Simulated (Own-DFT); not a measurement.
# Same atoms, different arrangement: As32Ga32, 64 atoms

Calculated results; nothing here was measured. They come from Own-DFT, an in-house plane-wave density functional program, since retired, whose code no person has reviewed. Each row is one single-point run on a periodic cell that was not relaxed, without spin or spin-orbit coupling.

Settings of every run: PBE; PseudoDojo norm-conserving scalar-relativistic files; cutoff 42 hartree; 3 x 3 x 3 k mesh centred on Gamma; Fermi-Dirac smearing of 0.1 eV.

Known limits, some of them of some rows only: not probed for a lower state with spin; forces on such cells failed a check on a denser k mesh; forces not confirmed at this smearing and k mesh; stress not checked against mesh or cutoff.

All cells hold the same atoms in the same cell, with vectors in Å (11.307, 0.000, 0.000); (0.000, 11.307, 0.000); (0.000, 0.000, 11.307). Every atom was moved at random from its ideal site; u is the rms move along one axis. The defect's site can differ from row to row. E is the free energy of the cell above the lowest run. The arrangements:

- A: zincblende GaAs
- B: zincblende GaAs, with one As on a Ga site and one Ga on an As site, 2.4 Å apart

| arrangement | u (Å) | E (eV) | P (GPa) |
|---|---|---|---|
| A | 0.0188 | 0.000 | 3.51 |
| A | 0.0196 | 0.058 | 3.52 |
| A | 0.0197 | 0.023 | 3.51 |
| A | 0.0494 | 2.087 | 3.92 |
| A | 0.0498 | 2.377 | 4.02 |
| A | 0.0525 | 2.338 | 4.01 |
| B | 0.0282 | 3.062 | 3.92 |
| B | 0.0306 | 3.195 | 3.95 |
| B | 0.0341 | 3.120 | 3.92 |
| B | 0.0527 | 5.072 | 4.38 |
| B | 0.0530 | 4.650 | 4.26 |
| B | 0.0547 | 5.104 | 4.32 |

Question: once the cost of the random moves is taken out, how do the arrangements rank?

## Worked answer

Fit E = a + b u², with one b for all and one a for each arrangement, and with residuals divided by u², since the noise grows with the moves. Then b = 980 eV/Å², the scatter at u = 0.04 Å is 0.16 eV, and against A:

- B: 2.55 ± 0.07 eV (higher)

These are energies of unrelaxed cells. Relaxing the atoms lowers the strained arrangements most, so the gaps would shrink and small ones could change sign.
